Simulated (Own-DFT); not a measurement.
# Computed records: SiC (4H silicon carbide, strained, atoms displaced)

Computed with Own-DFT development build. A calculation, not a measurement: plane-wave PBE density functional theory by an unreviewed code, no spin, of a simulated periodic cell, stress positive in tension, free energy of the whole cell less one offset for each atom, forces on such cells passed a denser k mesh, this cell's mesh not checked; offsets are fitted by least squares, one for each functional and potential file, so energies compare only between cells with the same atoms and settings and are not formation energies; the far tail of each file's local potential was reset to the Coulomb form; each entry is a single point on an unrelaxed cell, so the pressure reflects the starting lattice, mostly measured values (interpolated for alloys), from which strain is counted, and rises with the displacements; printed positions are rounded, which can move forces by about a meV/angstrom; the program, named Own-DFT, is a retired in-house code; no spin-orbit coupling.

Common to all runs: functional PBE; potential files PseudoDojo norm-conserving, scalar-relativistic, standard set; wave cutoff 42 hartree; occupations Fermi-Dirac; smearing width 0.1 eV; hardware one NVIDIA H100; k mesh 5 x 5 x 3 centred on Gamma.

(1) SiC (4H silicon carbide, strained, atoms displaced)

```xyz
32
Lattice="6.0544 0.0787 -0.0603 -2.9590 5.3945 0.0083 -0.0984 -0.0411 10.0264" Properties=species:S:1:pos:R:3 SiC
Si     3.0354     5.4542     4.0140
Si     0.0316     1.7845     1.6448
C      6.0000     0.1117     0.7815
C     -0.1352     1.6562     3.3495
Si     4.5505     2.7197     4.0990
Si    -1.5125     4.4789     1.5753
C     -1.4713     2.6772     0.9192
C     -1.4933     4.4969     3.4130
Si     2.9372     0.0560     4.0192
Si     2.9861     1.8073     1.5308
C      2.9990     0.1265     0.8864
C      2.9969     1.8758     3.4592
Si     1.5623     2.7302     4.0802
Si     1.5438     4.5938     1.5084
C      1.6249     2.7453     0.8579
C      1.4803     4.5826     3.4455
Si    -0.1254     0.0435     9.0779
Si     3.0754     3.6314     6.5442
C     -0.0416     0.0171     5.9698
C      2.9641     3.6802     8.3885
Si    -1.5237     2.6730     9.1068
Si     4.3855     0.9884     6.4950
C      4.5522     2.6484     5.8997
C      4.4270     0.9146     8.4141
Si     2.8763     0.0128     9.0152
Si     0.0245     3.6633     6.6451
C      2.9695     0.0406     5.9475
C     -0.0418     3.6570     8.4401
Si     1.3797     2.6987     9.0168
Si     1.5515     0.8645     6.5554
C      1.5035     2.7807     5.8377
C      1.5015     0.9389     8.4820
```

The calculation gives: free energy of cell above offsets -2.043 eV; pressure 6.89 GPa; stress xx -11.7 GPa; stress yy 2.08 GPa; stress zz -11.04 GPa; stress yz -0.96 GPa; stress xz -2.77 GPa; stress xy 7.31 GPa; wall time 127.8 s.

Force:
```csv
element,x (eV/Å),y (eV/Å),z (eV/Å)
Si,-0.04,-0.655,0.682
Si,-0.06,0.521,-4.416
C,0.764,-0.227,2.618
C,1.803,2.038,3.892
Si,-0.002,0.678,-2.433
Si,0.462,0.256,-1.691
C,-0.035,0.376,1.154
C,-0.354,-0.868,1.406
Si,0.183,0.003,0.383
Si,2.048,1.439,0.164
C,-0.67,-2.543,0.094
C,0.655,-1.074,-0.918
Si,-2.544,0.92,-2.055
Si,0.082,-0.655,-0.046
C,-2.768,0.952,0.99
C,0.794,-1.438,-0.831
Si,0.998,-1.576,-1.339
Si,-1.088,1.04,-0.697
C,0.085,-0.628,-0.285
C,0.349,-0.446,0.78
Si,-1.979,-0.176,-0.534
Si,3.234,-1.858,1.821
C,0.357,3.243,0.729
C,-0.466,1.563,-0.872
Si,2.414,0.393,2.084
Si,-0.166,-1.375,-2.67
C,0.254,-1.705,-1.553
C,-0.961,-0.682,0.675
Si,3.025,0.662,0.876
Si,-3.509,2.339,0.515
C,0.2,-0.91,3.369
C,-3.065,0.394,-1.892
```

(2) SiC (4H silicon carbide, strained, atoms displaced)

```xyz
32
Lattice="6.2266 -0.1126 0.1014 -3.2108 5.3528 -0.0626 0.1657 -0.0224 10.2058" Properties=species:S:1:pos:R:3 SiC
Si     0.0856     0.0594     4.2718
Si    -0.0427     1.7025     1.6604
C     -3.1273     5.3102     0.8734
C      0.0199     1.8302     3.4744
Si    -1.5212     2.6794     4.0837
Si    -1.5552     4.4120     1.4910
C     -1.5537     2.7220     0.8488
C     -1.6207     4.4219     3.3977
Si     0.0364     5.1996     4.0878
Si     3.1102     1.7328     1.6307
C     -0.1126     5.2656     0.9408
C      3.1386     1.7182     3.5541
Si     1.5698     2.6052     4.1592
Si     1.4111     4.3618     1.6723
C      1.5147     2.6844     0.9529
C      1.5091     4.4317     3.4855
Si     0.1937     0.0467     9.2606
Si     3.1740     3.4753     6.7115
C      6.2325    -0.0275     6.1179
C      3.2024     3.4809     8.6860
Si    -1.5033     2.7648     9.2041
Si     4.7433     0.8255     6.7215
C      4.7384     2.5119     6.0726
C      4.8572     0.8123     8.6295
Si     0.0656     5.2547     9.2229
Si    -0.0379     3.5531     6.6445
C      3.2683    -0.0312     6.1338
C      0.0435     3.3807     8.5774
Si     1.7010     2.6181     9.2500
Si     1.6547     0.8197     6.7405
C      1.6158     2.6281     6.0083
C      1.6973     0.8195     8.6158
```

Results for SiC (4H silicon carbide, strained, atoms displaced): free energy of cell above offsets -2.631 eV; pressure 1.59 GPa; stress xx -0.13 GPa; stress yy -4.86 GPa; stress zz 0.21 GPa; stress yz -1.21 GPa; stress xz 6.01 GPa; stress xy -7.79 GPa; wall time 135.1 s.

Force:
```csv
element,x (eV/Å),y (eV/Å),z (eV/Å)
Si,-0.125,-0.734,-4.709
Si,0.939,0.82,-2.855
C,-1.4,0.479,0.688
C,-0.005,-1.164,1.432
Si,-1.015,0.209,-0.322
Si,-2.497,0.44,1.372
C,-0.407,-2.017,1.208
C,0.585,0.711,1.641
Si,-2.69,2.349,0.762
Si,-0.401,0.342,-0.248
C,1.954,1.599,-0.715
C,0.066,-0.781,-0.213
Si,0.796,0.657,-0.685
Si,1.921,0.953,-2.183
C,-0.149,-1.945,0.427
C,1.933,-1.2,1.472
Si,-1.627,-0.537,0.188
Si,-0.707,0.02,0.001
C,2.382,-1.741,2.335
C,0.067,0.876,-1.652
Si,0.338,-2.901,0.071
Si,0.288,-0.253,2.042
C,-0.958,2.131,-0.225
C,-1.138,-0.187,0.857
Si,0.706,-0.207,-0.588
Si,2.202,-0.956,0.86
C,-2.172,-0.898,-1.377
C,1.818,2.815,-0.699
Si,-1.637,-0.443,0.516
Si,-0.032,1.215,-1.009
C,-0.43,-0.128,1.477
C,1.394,0.478,0.129
```

(3) SiC (4H silicon carbide, strained, atoms displaced)

```xyz
32
Lattice="6.0787 -0.0054 -0.0916 -3.0441 5.2470 0.1187 -0.1496 0.1375 10.0398" Properties=species:S:1:pos:R:3 SiC
Si    -3.0330     5.2844     4.2552
Si     0.0115     1.8159     1.6000
C      0.1179     0.0192     0.9975
C      0.0031     1.8013     3.4444
Si    -1.5657     2.7795     4.0326
Si    -1.5639     4.3332     1.6694
C     -1.4959     2.6076     0.9802
C     -1.5203     4.4453     3.4084
Si    -0.0289     5.2989     4.1770
Si     3.0572     1.8021     1.5174
C      3.0155     0.0242     0.8742
C      3.0851     1.8485     3.4592
Si     1.4313     2.6614     4.0719
Si     1.5699     4.3457     1.5801
C      1.5045     2.6830     0.9362
C      1.4852     4.4105     3.4036
Si    -0.1286     0.1400     9.1364
Si     2.9919     3.5719     6.4999
C     -0.0837     0.1274     6.1415
C      2.8429     3.7121     8.4877
Si     4.4100     2.7292     8.9620
Si     4.5416     0.9316     6.5651
C      4.4755     2.6374     5.9664
C      4.4256     1.0124     8.3698
Si    -0.1133     5.3021     9.2283
Si    -0.0478     3.4762     6.5805
C     -0.0868     5.2477     6.0048
C     -0.1622     3.6477     8.5063
Si     1.3839     2.8134     9.0965
Si     1.3830     0.8978     6.5672
C      1.5038     2.6786     6.0096
C      1.3643     1.0674     8.4504
```

The calculation gives: free energy of cell above offsets -1.718 eV; pressure 13.59 GPa; stress xx -14.61 GPa; stress yy -17.01 GPa; stress zz -9.16 GPa; stress yz 3.08 GPa; stress xz -5.09 GPa; stress xy -2.06 GPa; wall time 133.3 s.

Force:
```csv
element,x (eV/Å),y (eV/Å),z (eV/Å)
Si,-1.261,0.386,-1.26
Si,0.551,-1.374,-0.477
C,-3.227,0.939,-1.465
C,-1.403,-0.396,0.956
Si,1.529,-2.232,2.284
Si,2.605,0.456,-2.629
C,-0.501,0.451,-0.84
C,-0.251,1.191,3.989
Si,0.921,0.482,-1.51
Si,-0.558,-1.188,0.465
C,0.879,-0.598,1.259
C,-2.404,-1.075,-1.044
Si,2.354,0.751,0.521
Si,-0.719,2.485,-0.196
C,0.682,-1.106,-0.327
C,0.371,0.318,2.62
Si,0.695,1.378,-0.048
Si,-0.312,-0.197,2.952
C,-0.055,-2.623,-4.897
C,1.567,-1.776,-1.072
Si,-0.602,1.103,1.505
Si,-3.715,-0.097,-0.149
C,0.62,1.201,-2.172
C,-0.316,-1.018,1.651
Si,-1.144,2.527,-1.751
Si,-0.361,1.667,1.41
C,0.139,0.523,0.554
C,0.332,-0.97,-0.73
Si,-0.399,-1.056,-0.058
Si,4.136,1.712,1.93
C,-1.047,-0.645,-1.96
C,0.894,-1.219,0.489
```

(4) SiC (4H silicon carbide, strained, atoms displaced)

```xyz
32
Lattice="6.1107 -0.0224 -0.0784 -3.0748 5.3815 -0.0314 -0.1281 -0.1331 10.2488" Properties=species:S:1:pos:R:3 SiC
Si    -3.0431     5.3138     4.1083
Si    -0.0332     1.7488     1.5995
C      2.9920     5.2305     0.8976
C     -0.1004     1.7033     3.5433
Si     4.4590     2.6752     4.1101
Si    -1.5764     4.4804     1.5084
C      4.4211     2.6866     0.8873
C     -1.5678     4.4320     3.4254
Si     3.0801     0.0163     4.1548
Si     2.9982     1.7698     1.6338
C     -0.0755     5.2773     0.8733
C      3.0317     1.7975     3.3465
Si     1.5184     2.6701     4.1128
Si     1.4038     4.4085     1.5690
C      1.4378     2.7528     0.9058
C      1.4034     4.4428     3.4187
Si     2.9134     5.2005     9.1555
Si     2.9281     3.4518     6.5656
C      2.9767     5.2370     5.9928
C      3.0234     3.4062     8.5072
Si     4.3932     2.4751     9.1337
Si     4.4420     0.7042     6.6198
C      4.4848     2.5322     6.0118
C      4.5481     0.7429     8.5318
Si    -0.1145     5.2230     9.2301
Si    -0.1058     3.5475     6.7025
C     -0.1289     5.2134     5.9499
C     -0.1311     3.4365     8.6364
Si     1.4210     2.4940     9.3317
Si     1.3707     0.8232     6.6541
C      1.3743     2.6401     6.0411
C      1.4305     0.8863     8.7437
```

Results for SiC (4H silicon carbide, strained, atoms displaced): free energy of cell above offsets -2.271 eV; pressure 2.09 GPa; stress xx -6.13 GPa; stress yy -2.45 GPa; stress zz 2.31 GPa; stress yz -4.53 GPa; stress xz -4.04 GPa; stress xy -0.3 GPa; wall time 125.3 s.

Force:
```csv
element,x (eV/Å),y (eV/Å),z (eV/Å)
Si,-1.478,0.313,-0.124
Si,-1.434,-0.099,-0.272
C,-1.024,2.385,-1.262
C,1.012,1.069,-0.199
Si,2.334,-0.51,-0.774
Si,-0.431,-1.372,0.936
C,2.016,-1.552,-1.019
C,0.659,0.609,1.038
Si,-1.828,-1.017,-1.871
Si,-0.491,-0.27,-4.85
C,0.605,2.239,0.276
C,-0.97,-0.786,5.194
Si,-2.247,-0.451,-0.499
Si,1.003,1.47,-0.496
C,0.448,-3.004,1.158
C,1.705,-0.331,1.269
Si,1.217,-0.431,1.089
Si,1.025,-0.064,1.993
C,-1.198,-0.215,-1.18
C,-2.777,1.077,-0.228
Si,2.049,0.751,1.778
Si,1.317,1.187,0.574
C,-0.519,0.273,-0.702
C,-1.86,-0.963,-0.042
Si,-0.187,0.255,0.007
Si,-0.846,-1.931,0.64
C,-0.595,1.999,1.045
C,0.298,0.253,-0.545
Si,-0.065,4.106,-0.97
Si,1.483,0.572,1.679
C,0.739,-0.977,-1.024
C,0.043,-4.586,-2.618
```

(5) SiC (4H silicon carbide, strained, atoms displaced)

```xyz
32
Lattice="6.1372 0.0684 0.0019 -3.0094 5.2113 0.0706 0.0032 0.1349 10.0126" Properties=species:S:1:pos:R:3 SiC
Si     6.0923     0.1399     4.0384
Si    -0.0156     1.7995     1.5922
C      0.0513     0.0834     0.9513
C     -0.0330     1.7902     3.4725
Si    -1.5039     2.6627     4.0753
Si    -1.4820     4.4506     1.6572
C      4.6391     2.6093     1.0228
C     -1.4723     4.4074     3.4333
Si     0.0991     5.2725     4.1107
Si     3.0858     1.7818     1.6042
C      3.0991     0.0576     0.9453
C      3.0796     1.7659     3.3997
Si     1.5649     2.6735     4.1491
Si     1.5320     4.4017     1.6525
C      1.6581     2.6128     0.9692
C      1.4490     4.4346     3.6363
Si     0.0091     0.1563     9.0061
Si     3.1917     3.6111     6.6454
C      3.1014     5.3234     6.0095
C      3.1594     3.6789     8.4335
Si     4.5599     2.8745     9.0497
Si     4.6714     1.0828     6.5839
C      4.5824     2.6855     5.9904
C      4.6467     0.9862     8.4880
Si     0.2122     5.3539     9.1011
Si     0.0132     3.5642     6.5106
C      2.9897     0.2154     5.9066
C      0.0423     3.6714     8.4796
Si     1.5211     2.7452     9.0138
Si     1.5621     0.9433     6.6483
C      1.5943     2.7122     6.0090
C      1.4803     1.0184     8.4820
```

It finds free energy of cell above offsets -1.350 eV; pressure 13.17 GPa; stress xx -12.79 GPa; stress yy -17.31 GPa; stress zz -9.41 GPa; stress yz 5.44 GPa; stress xz 0.51 GPa; stress xy 9.4 GPa; wall time 140.2 s.

Force:
```csv
element,x (eV/Å),y (eV/Å),z (eV/Å)
Si,0.387,-1.207,0.662
Si,2.249,-0.389,-0.102
C,-1.7,-1.379,-0.616
C,1.373,0.631,0.131
Si,-1.382,-0.297,-0.382
Si,0.384,-1.855,-2.222
C,-1.396,3.003,-1.997
C,-0.695,0.288,2.725
Si,-4.785,2.345,1.816
Si,1.283,-0.075,-0.824
C,-0.691,-0.449,-1.072
C,0.062,1.881,2.016
Si,-0.066,-1.042,-0.584
Si,2.125,-0.419,0.057
C,-2.874,1.669,-0.862
C,5.441,-2.095,-3.103
Si,0.736,-1.165,2.739
Si,-2.602,0.265,-1.446
C,1.061,0.962,-0.178
C,-2.687,0.23,0.931
Si,3.275,-2.14,2.81
Si,-1.432,-4.375,0.581
C,1.742,3.044,-1.741
C,-0.083,3.243,-1.947
Si,-3.89,0.339,1.843
Si,0.657,1.368,1.314
C,2.415,-2.203,0.217
C,-0.866,-1.384,-1.143
Si,1.24,0.737,1.933
Si,-1.758,0.976,-1.186
C,-0.137,-0.018,0.129
C,2.615,-0.489,-0.499
```

(6) SiC (4H silicon carbide, strained, atoms displaced)

```xyz
32
Lattice="6.1187 -0.0487 -0.0232 -3.1016 5.3223 -0.0629 -0.0378 -0.1405 10.1712" Properties=species:S:1:pos:R:3 SiC
Si    -3.0384     5.2206     4.0319
Si     0.0679     1.7029     1.5283
C     -0.0039     0.0101     0.9929
C     -0.0184     1.7062     3.5413
Si    -1.5033     2.6165     4.1314
Si    -1.6137     4.4112     1.5346
C     -1.5179     2.5906     0.8984
C     -1.5647     4.3879     3.4483
Si    -0.0906     5.1354     4.0523
Si     3.0116     1.7340     1.5279
C      3.0602     0.0105     0.9271
C      3.1080     1.7422     3.4903
Si     1.4937     2.5813     4.0718
Si     1.5628     4.3078     1.5629
C      1.4510     2.6283     0.9085
C      1.4929     4.3985     3.4210
Si     0.0016    -0.1229     9.1858
Si     2.9543     3.3577     6.6127
C     -3.0605     5.2083     5.9722
C      3.0186     3.4724     8.5208
Si    -1.4829     2.5767     9.2044
Si     4.5683     0.6794     6.6913
C      4.5586     2.4497     5.9825
C      4.5665     0.7099     8.6088
Si     3.0072    -0.0722     9.1745
Si    -0.0232     3.4980     6.6690
C      2.9639    -0.0642     5.9401
C     -0.0356     3.4856     8.5116
Si     1.4950     2.4371     9.0541
Si     1.5849     0.6586     6.7291
C      1.4045     2.5464     6.0468
C      1.5069     0.6713     8.6541
```

It finds free energy of cell above offsets -2.322 eV; pressure 6.34 GPa; stress xx -11.04 GPa; stress yy -8.82 GPa; stress zz 0.84 GPa; stress yz -6.11 GPa; stress xz -0.31 GPa; stress xy -3.59 GPa; wall time 126.1 s.

Force:
```csv
element,x (eV/Å),y (eV/Å),z (eV/Å)
Si,-1.643,1.586,1.792
Si,-2.661,1.224,2.163
C,0.301,-1.844,-1.38
C,0.671,-0.384,-1.883
Si,-0.723,-0.706,0.249
Si,2,-0.495,-0.596
C,-0.171,1.213,0.463
C,-0.312,-1.568,-1.164
Si,1.948,3.613,-0.765
Si,1.032,-0.031,0.933
C,-0.09,-1.655,0.17
C,-1.802,-1.231,-0.711
Si,1.124,-0.018,0.963
Si,-2.163,2.45,-0.947
C,2.109,-0.386,-1.69
C,0.059,-1.555,0.587
Si,-1.909,-0.199,2.193
Si,1.691,0.609,-0.46
C,-1.01,-0.816,0.245
C,0.257,-3.213,-0.224
Si,-1.751,-0.144,-0.32
Si,0.787,1.139,-1.372
C,-0.168,1.077,1.067
C,0.38,1.093,-1.276
Si,2.236,-2.044,2.958
Si,-1.77,-1.244,-1.326
C,2.933,-1.96,1.664
C,0.637,-0.867,0.435
Si,0.077,3.034,2.07
Si,-3.235,2.536,-0.808
C,1.332,-0.821,-0.36
C,-0.167,1.608,-2.671
```

(7) SiC (4H silicon carbide, strained, atoms displaced)

```xyz
32
Lattice="6.1306 -0.1140 0.0509 -3.1640 5.3977 -0.1244 0.0832 -0.1865 10.1986" Properties=species:S:1:pos:R:3 SiC
Si     2.9600     5.1904     4.0145
Si    -0.0195     1.6994     1.5596
C      0.0599     0.0858     0.9161
C      0.0126     1.7008     3.5202
Si    -1.4779     2.5279     4.1031
Si    -1.6066     4.4937     1.4613
C      4.4998     2.5307     0.9845
C     -1.5776     4.3963     3.4531
Si     3.0425    -0.1035     4.2005
Si     3.0846     1.7315     1.5281
C      3.0276    -0.0613     1.0048
C      3.0696     1.6068     3.5474
Si     1.5089     2.6138     4.0636
Si     1.5433     4.4580     1.4748
C      1.5505     2.5972     1.0241
C      1.4746     4.3989     3.4412
Si     6.1779    -0.2586     9.3246
Si     3.0512     3.3322     6.6030
C     -3.1033     5.2764     5.9396
C      3.0751     3.2922     8.4887
Si    -1.4681     2.6052     9.1764
Si     4.6077     0.6374     6.7578
C      4.5643     2.4828     6.0240
C      4.6237     0.5402     8.6855
Si     3.0645    -0.1571     9.2885
Si    -0.0234     3.3710     6.6047
C     -0.0963     5.1794     5.9529
C      0.0978     3.4621     8.6103
Si     1.5528     2.4365     9.2185
Si     1.6219     0.7892     6.6936
C      1.4618     2.5994     5.9672
C      1.6027     0.6356     8.5998
```

Results for SiC (4H silicon carbide, strained, atoms displaced): free energy of cell above offsets -2.594 eV; pressure 3.46 GPa; stress xx -9.77 GPa; stress yy -3.65 GPa; stress zz 3.04 GPa; stress yz -5.79 GPa; stress xz 3.38 GPa; stress xy -8.24 GPa; wall time 116.1 s.

Force:
```csv
element,x (eV/Å),y (eV/Å),z (eV/Å)
Si,1.994,0.343,2.27
Si,-0.079,3.633,1.612
C,-0.141,-3.058,-0.138
C,0.192,-0.777,-1.701
Si,-1.948,1.834,-0.316
Si,-0.188,-1.292,2.072
C,3.397,2.173,-1.825
C,-1.011,-0.728,-1.258
Si,0.875,-0.648,-0.27
Si,-2.281,-2.07,3.009
C,1.846,0.203,-1.081
C,-0.212,1.426,-1.007
Si,1.042,-0.482,0.251
Si,-2.148,-1.009,1.198
C,-0.975,1.248,-2.032
C,-1.252,-0.581,-1.151
Si,-0.013,-1.364,-1.972
Si,-0.358,1.959,0.205
C,-0.266,0.245,-0.206
C,0.378,0.585,1.757
Si,-0.711,-1.72,-0.055
Si,0.675,-0.108,-0.532
C,0.458,-1.793,0.634
C,0.926,2.835,-0.683
Si,1.454,-1.533,0.824
Si,-0.677,1.947,1.298
C,0.711,0.468,0.484
C,-1.284,-1.28,-1.081
Si,0.77,0.451,0.497
Si,-1.59,-0.98,-0.72
C,1.623,-1.706,0.177
C,-1.206,1.78,-0.257
```

(8) SiC (4H silicon carbide, strained, atoms displaced)

```xyz
32
Lattice="6.0629 -0.1223 0.0480 -3.1374 5.3990 0.0808 0.0784 0.1977 10.2274" Properties=species:S:1:pos:R:3 SiC
Si     0.0737     0.0940     4.1620
Si    -0.0440     1.7995     1.5830
C      6.0485    -0.0790     0.9759
C     -0.0221     1.8012     3.5407
Si     4.4377     2.7337     4.2065
Si    -1.6493     4.5675     1.6760
C      4.4083     2.5903     1.0768
C     -1.5945     4.4993     3.6097
Si     3.1224     0.0576     4.2456
Si     2.9042     1.7203     1.6436
C      3.0499    -0.0183     0.9416
C      2.9753     1.8279     3.5980
Si     1.4878     2.6908     4.1667
Si     1.3697     4.4950     1.6490
C      1.4864     2.6303     1.0200
C      1.4349     4.4434     3.5904
Si     0.1125     0.1830     9.2843
Si     2.9947     3.5758     6.7587
C      2.8848     5.3401     6.1907
C      2.9680     3.6683     8.7376
Si     4.5419     2.7573     9.2716
Si     4.4913     0.9495     6.6701
C     -1.4984     2.8548     6.1089
C      4.5586     0.9540     8.6743
Si     3.0677     0.1228     9.3086
Si    -0.0151     3.7207     6.7997
C      3.0792     0.1143     6.0897
C     -0.0439     3.7438     8.6541
Si     1.5284     2.7650     9.2856
Si     1.5400     0.9911     6.7010
C      1.5728     2.8069     6.1345
C      1.6157     1.0602     8.6441
```

It finds free energy of cell above offsets -2.841 eV; pressure 5.55 GPa; stress xx -13.45 GPa; stress yy -6.9 GPa; stress zz 3.7 GPa; stress yz 6.67 GPa; stress xz 1.69 GPa; stress xy -9.2 GPa; wall time 116.4 s.

Force:
```csv
element,x (eV/Å),y (eV/Å),z (eV/Å)
Si,-1.26,-1.171,-0.135
Si,-1.269,0.562,0.983
C,0.172,0.119,0.077
C,-0.764,1.186,-0.319
Si,2.117,-2.816,1.029
Si,0.36,-1.875,0.132
C,1.62,0.805,-1.055
C,0.673,3.537,-0.829
Si,-0.944,-1.013,-1.852
Si,1.727,0.305,0.752
C,-1.537,-0.164,0.464
C,0.256,-1.539,-0.921
Si,-1.068,0.643,1.091
Si,1.02,-1.594,1.083
C,-1.556,1.35,-1.177
C,0.115,1.432,-0.046
Si,-1.652,-0.198,-1.137
Si,1.717,1.783,1.905
C,1.239,1.42,-0.155
C,1.759,0.724,-1.124
Si,-1.275,-0.773,1.753
Si,3.165,0.497,2.568
C,-0.575,-0.144,-0.889
C,1.332,0.415,-0.712
Si,0.614,-0.424,-0.744
Si,0.717,-0.227,-0.728
C,-1.916,-1.538,-0.483
C,1.182,0.188,0.826
Si,-1.009,1.2,1.166
Si,-0.955,0.214,0.434
C,-3.189,-1.935,-1.29
C,-0.813,-0.969,-0.667
```
